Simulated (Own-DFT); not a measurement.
# Point defects and the pressure they add: grey tin

Source: density functional calculations with Own-DFT, an unreviewed in-house program that is no longer used. Nothing was measured or relaxed, and spin and spin-orbit coupling are left out.

Common settings: PBE; PseudoDojo norm-conserving scalar-relativistic files; cutoff 42 hartree; 3 x 3 x 3 k mesh centred on Gamma; cold (Marzari-Vanderbilt) smearing of 0.2 eV.

Keep in mind (not all hold for every row): not probed for a lower state with spin; forces on such cells moved up to 12 meV/angstrom on a denser k mesh; stress not checked against mesh or cutoff.

All runs share one cell, with vectors in Å (12.978, 0.000, 0.000); (0.000, 12.978, 0.000); (0.000, 0.000, 12.978) and a volume of 2185.9 Å³. The atoms are randomly displaced, by u rms on each axis. The defect's site can differ from row to row.

```
            cell  formula   u (Å)  P (GPa)
       no defect     Sn64  0.0191     3.38
       no defect     Sn64  0.0427     3.58
       no defect     Sn64  0.0497     3.59
two Sn vacancies     Sn62  0.0306     3.16
two Sn vacancies     Sn62  0.0432     3.33
two Sn vacancies     Sn62  0.0481     3.22
  one Sn vacancy     Sn63  0.0299        ?
  one Sn vacancy     Sn63  0.0314     3.28
  one Sn vacancy     Sn63  0.0462     3.43
  one Sn vacancy     Sn63  0.0477     3.41
```

## Analysis

P = P0 + c u² + a shift for each defect gives P0 = 3.37 GPa, c = 98 ± 26 GPa/Å² and a scatter of 0.05 GPa. The shifts, and each times the cell's volume:

- one Sn vacancy: -0.17 ± 0.05 GPa, -2.3 eV
- two Sn vacancies: -0.30 ± 0.04 GPa, -4.0 eV (-2.0 eV for each of its 2 sites)

Against the defect-free cell, a freed cell would be larger where the shift is positive and smaller where it is negative (160.2 GPa Å³ is 1 eV). The atoms around the defects weren't relaxed, which would change these numbers.

## Test on the hidden row

Q: what pressure belongs in the blank (one Sn vacancy, u = 0.0299 Å)?

From the fit: 3.28 ± 0.07 GPa. The run itself gave 3.24 GPa.
